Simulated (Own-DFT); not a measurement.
# Strain and stress in wurtzite AlGaN with randomly placed atoms, 96 atoms (Al36Ga12N48)

Calculated results; nothing here was measured. The program, named Own-DFT, is a retired in-house plane-wave density functional code that no person has reviewed. Each row is one single-point run on a periodic cell that was not relaxed, without spin or spin-orbit coupling.

Settings of every run: PBE; PseudoDojo norm-conserving scalar-relativistic files (stringent for Ga); cutoff 96 hartree; 3 x 4 x 3 k mesh centred on Gamma; Gaussian smearing of 0.01 eV.

Known limits: k mesh not checked against a denser one; stress not checked against mesh or cutoff.

Unstrained cell vectors in Å: (12.525, 0.000, 0.000); (-4.697, 8.135, 0.000); (0.000, 0.000, 10.066). The unstrained cell has measured lattice constants (interpolated for alloys), not those of this functional. That, the random moves and any unrelaxed bonds set the pressure at no strain. Each run strains this cell uniformly, with the atoms carried along. Every atom was also moved at random, by a Gaussian of width 0.05 Å on each axis. The random placing of the alloy's atoms differs from row to row. Strain is the symmetric tensor, in per cent. Stress is positive in tension, and the pressure is minus a third of its trace.

| run | e_xx (%) | e_yy (%) | e_zz (%) | s_xx (GPa) | s_yy (GPa) | s_zz (GPa) | P (GPa) | E (meV/atom) |
|---|---|---|---|---|---|---|---|---|
| 1 | -0.25 | -0.25 | 0.00 | -7.82 | -9.33 | -5.77 | 7.64 | 19.7 |
| 2 | 1.00 | 1.00 | 0.00 | -0.75 | -1.32 | -5.51 | 2.53 | 13.7 |
| 3 | 1.75 | 1.75 | 0.00 | 2.74 | 2.57 | -3.83 | -0.49 | 10.9 |
| 4 | -0.50 | -0.50 | 0.00 | -10.14 | -9.14 | -6.49 | 8.59 | 16.7 |
| 5 | 1.25 | 1.25 | 0.00 | 1.14 | -1.16 | -4.60 | 1.54 | 10.1 |
| 6 | 0.50 | 0.50 | 0.00 | -5.27 | -1.66 | -4.86 | 3.93 | 0.0 |
| 7 | -1.25 | -1.25 | 0.00 | -13.04 | -16.31 | -7.14 | 12.17 | 27.6 |
| 8 | -1.50 | -1.50 | 0.00 | -15.69 | -13.97 | -9.75 | 13.14 | 25.7 |
| 9 | -1.00 | -1.00 | 0.00 | ? | ? | ? | ? | ? |

E is the free energy for each atom above the lowest run shown.

## Worked fit

The change of volume is close to e_xx + e_yy + e_zz. A straight line through the runs shown gives P = 6.68 - 211 x (fractional change of volume) GPa, with an error of 5 on the slope and a scatter of 0.33 GPa. The strain isn't the same on all axes and the cell isn't cubic, so the slope belongs to this path and is not the bulk modulus.

## Withheld run

Question: what pressure should run 9 give? Its volume changes by -1.99 %.

The line gives 10.9 GPa. The calculation gave 11.12 GPa.
